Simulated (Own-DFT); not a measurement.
# How strain changes the stress of C40 NbSi2, 36 atoms (Nb12Si24)

All numbers below are calculated, not measured. The program, named Own-DFT, is a retired in-house plane-wave density functional code that no person has reviewed. Each row is one single-point run on a periodic cell that was not relaxed, without spin or spin-orbit coupling.

Settings of every run: PBE; PseudoDojo norm-conserving scalar-relativistic files; cutoff 42 hartree; 4 x 4 x 5 k mesh centred on Gamma; cold (Marzari-Vanderbilt) smearing of 0.2 eV.

Known limits: forces on such cells failed a check on a denser k mesh; stress not checked against mesh or cutoff.

Unstrained cell vectors in Å: (0.000, 8.324, 0.000); (-9.613, 0.000, 0.000); (0.000, 0.000, 6.586). The unstrained cell was taken from the Materials Project. The random moves and any unrelaxed bonds add to the pressure at no strain. Each run strains this cell uniformly, with the atoms carried along. Every atom was also moved at random, by a Gaussian of width 0.05 Å on each axis. Strain is the symmetric tensor, in per cent. Stress is positive in tension, and the pressure is minus a third of its trace.

```
run  e_xx (%)  e_yy (%)  e_zz (%)  e_yz (%)  e_xz (%)  e_xy (%)  s_xx (GPa)  s_yy (GPa)  s_zz (GPa)  s_yz (GPa)  s_xz (GPa)  s_xy (GPa)  P (GPa)  E (meV/atom)
  1     -0.46      0.66      1.02      1.14     -0.79     -1.57       -3.18        0.84        0.40        3.27       -2.31       -4.78     0.65          14.2
  2      1.95      1.99     -0.91      1.09      1.51      1.43        5.00        4.52       -5.01        3.48        4.16        3.13    -1.50          20.4
  3     -0.07      0.79     -0.05     -0.58      0.93      1.15       -1.95        0.21       -3.37       -1.55        2.72        3.44     1.70          11.1
  4     -1.97      0.34     -0.93     -1.12     -1.02      1.59      -11.32       -3.04      -10.84       -3.14       -3.73        5.07     8.40          42.2
  5      1.83      0.33     -0.04      0.52      0.26      0.75        3.84        0.52       -2.02        1.51        0.90        1.87    -0.78           4.3
  6     -1.46      1.45      1.08      1.64     -1.67     -0.14       -6.32        2.33        0.29        4.89       -4.70       -0.37     1.23          28.8
  7     -1.76      1.12      1.70     -0.33     -0.65     -0.40       -7.19        1.21        2.21       -0.81       -1.55       -2.10     1.26          30.0
  8      0.08     -1.17      1.64     -0.46     -1.34     -0.90       -1.46       -4.69        2.96       -0.90       -4.21       -2.56     1.06           0.0
  9     -0.51     -1.46      1.96      1.95     -0.71     -0.57       -3.27       -6.47        3.46        4.98       -1.86       -1.85     2.09          10.8
 10      1.73      1.94      0.83     -1.82     -1.05     -0.23        4.77        5.75        2.86       -4.99       -3.25       -0.87    -4.46          17.9
 11      1.12      1.71     -1.99      0.62      0.66      0.22        1.59        2.82      -11.11        2.29        2.28        1.15     2.23          19.8
 12     -0.82     -1.14     -1.50     -1.46     -0.27      0.39       -7.52       -9.17      -12.88       -4.72       -1.43        1.25     9.86          31.4
 13      1.22     -0.63     -0.71     -0.53     -0.52     -1.49        0.69       -3.65       -6.30       -1.88       -1.70       -3.61     3.09           6.5
 14      0.76      1.07      1.45      0.96      1.50      0.70        1.66        2.74        3.23        2.33        3.99        2.48    -2.54          23.4
 15      1.43      0.52      0.05      0.62      1.47      1.07        2.79        0.30       -3.12        1.80        5.10        2.34     0.01          23.2
 16      0.96      1.55     -0.86      1.49      0.94      0.27           ?           ?           ?           ?           ?           ?        ?             ?
```

E is the free energy for each atom above the lowest run shown.

## Worked fit

Each stress component was fitted by least squares to a constant and the strains of the runs shown, as fractions, with shears doubled. Shear strains stay in the fit of a normal stress only where such slopes are resolved. The slopes, in GPa:

| stress | at no strain | per e_xx | per e_yy | per e_zz | scatter |
|---|---|---|---|---|---|
| s_xx | -2.7 | 369 ± 10 | 51 ± 12 | 79 ± 11 | 0.49 |
| s_yy | -2.4 | 76 ± 11 | 338 ± 13 | 83 ± 11 | 0.51 |
| s_zz | -4.2 | 110 ± 10 | 59 ± 11 | 461 ± 10 | 0.47 |

Each shear stress against twice its own strain: yz 143 ± 5, xz 150 ± 9, xy 139 ± 12 GPa. These are stiffnesses along x, y and z of the frame in which the cell vectors are given, which need not be the crystal's axes. The atoms are held to the strained lattice; where symmetry lets them move under strain, relaxing them would lower some slopes. The table should be nearly symmetric about its diagonal, and what it lacks of that shows the noise. A ninth of its sum, 181 ± 8 GPa, estimates the bulk modulus near the mean pressure of these runs, 1.5 GPa.

## Withheld run

Question: what normal stresses and pressure should run 16 give?

The fit gives s_xx = 1.0, s_yy = 2.8, s_zz = -6.2 and P = 0.8 GPa. The calculation gave 1.07, 3.42, -5.90 and P = 0.47 GPa.
